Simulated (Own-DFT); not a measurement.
# Two functionals across a range of volumes: C11b WSi2, 30 atoms (Si20W10)

No measurement is shown. These are fixed-geometry runs of a retired plane-wave code named Own-DFT, which no person has reviewed; spin and spin-orbit coupling are neglected.

Limits: forces on such cells failed a check on a denser k mesh; stress not checked against mesh or cutoff.

Each geometry was run with PBE and with PBEsol, otherwise alike: PseudoDojo norm-conserving scalar-relativistic files made for PBE; cutoff 50 hartree; 5 x 5 x 5 k mesh centred on Gamma; cold (Marzari-Vanderbilt) smearing of 0.2 eV. Unstrained cell vectors in Å: (-2.148, -5.953, 3.409); (-6.444, 2.976, 1.136); (-2.553, -2.948, -6.757). Each has a uniform strain, of which the change of volume is shown, and random moves of rms u per axis.

```
run,volume change (%),u (Å),P with PBE (GPa),P with PBEsol (GPa)
1,-3.31,0.0530,16.08,11.82
2,-1.92,0.0571,12.44,8.26
3,2.97,0.0479,-0.22,-4.15
4,-1.16,0.0548,9.76,5.59
5,-0.30,0.0492,7.86,3.75
6,-0.86,0.0523,8.28,4.16
7,-0.22,0.0501,6.77,2.66
8,-2.39,0.0498,12.81,8.60
9,-4.05,0.0516,17.57,13.25
10,-1.11,0.0531,8.84,4.66
11,-1.67,0.0550,10.97,?
```

Question: by how much does PBEsol shrink this cell, and what belongs in the blank?

## Answer

Write v for the change of volume as a fraction. Fitted to v and u², the PBE pressure has a slope of -259 ± 13 GPa in v, with the ions held to the strained lattice. The difference PBEsol less PBE is -4.09 + 5.3 v GPa (slope ± 0.3) and averages -4.16 GPa. Divided by the mean slope of the two, 257 GPa, that makes PBEsol's volume at a given pressure, near 8 GPa, about 1.6 % smaller, or 0.54 % in lengths. At one volume PBEsol's slope is the smaller by 5 GPa, but its pressure there is lower too. If stiffness rises by about 4 GPa for each GPa, PBEsol at equal pressure is stiffer by about 11 GPa. Files made for PBEsol would give a different shift.

For run 11 the line gives 6.79 GPa. The run itself gave 6.78 GPa.
